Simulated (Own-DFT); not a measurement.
# One host, several defects: C11b WSi2

Everything here is calculated. The program is Own-DFT (plane waves, in-house, since retired, never reviewed by a person); positions were held fixed, and spin and spin-orbit coupling were off.

Method: PBE; PseudoDojo norm-conserving scalar-relativistic files; cutoff 50 hartree; 5 x 5 x 5 k mesh centred on Gamma; cold (Marzari-Vanderbilt) smearing of 0.2 eV.

Known weak points: forces on such cells failed a check on a denser k mesh; stress not checked against mesh or cutoff.

All runs share one cell, with vectors in Å (-2.148, -5.953, 3.409); (-6.444, 2.976, 1.136); (-2.553, -2.948, -6.757) and a volume of 403.2 Å³. The atoms are randomly displaced, by u rms on each axis. The defect's site can differ from row to row.

| cell | formula | u (Å) | P (GPa) |
|---|---|---|---|
| no defect | Si20W10 | 0.0178 | 4.42 |
| no defect | Si20W10 | 0.0473 | 5.49 |
| no defect | Si20W10 | 0.0497 | 6.49 |
| one Si vacancy | Si19W10 | 0.0292 | 3.26 |
| one Si vacancy | Si19W10 | 0.0508 | 4.67 |
| one Si vacancy | Si19W10 | 0.0535 | 4.66 |
| one W on a Si site | Si19W11 | 0.0307 | 10.00 |
| one W on a Si site | Si19W11 | 0.0312 | 9.92 |
| one W on a Si site | Si19W11 | 0.0577 | 11.32 |
| one Si on a W site | Si21W9 | 0.0299 | ? |
| one Si on a W site | Si21W9 | 0.0304 | 6.26 |
| one Si on a W site | Si21W9 | 0.0510 | 7.25 |
| one Si on a W site | Si21W9 | 0.0521 | 7.36 |
| one W vacancy | Si20W9 | 0.0274 | 3.79 |
| one W vacancy | Si20W9 | 0.0308 | 3.45 |
| one W vacancy | Si20W9 | 0.0475 | 4.90 |

## What the rows give

P = P0 + c u² + a shift for each defect gives P0 = 4.31 GPa, c = 694 ± 77 GPa/Å² and a scatter of 0.27 GPa. The shifts, and each times the cell's volume:

- one W on a Si site: 4.89 ± 0.22 GPa, 12.3 eV
- one Si on a W site: 1.20 ± 0.22 GPa, 3.0 eV
- one W vacancy: -1.17 ± 0.22 GPa, -3.0 eV
- one Si vacancy: -1.56 ± 0.22 GPa, -3.9 eV

Positive is outwards. The product with the volume (160.2 GPa Å³ to the eV) is nearly free of the cell's size; divided by the bulk modulus at the cell's pressure it gives the volume that the defect adds. The atoms around the defects weren't relaxed, which would change these numbers.

## Check

Asked: what pressure belongs in the blank (one Si on a W site, u = 0.0299 Å)?

From the fit: 6.13 ± 0.33 GPa. The run itself gave 6.39 GPa.
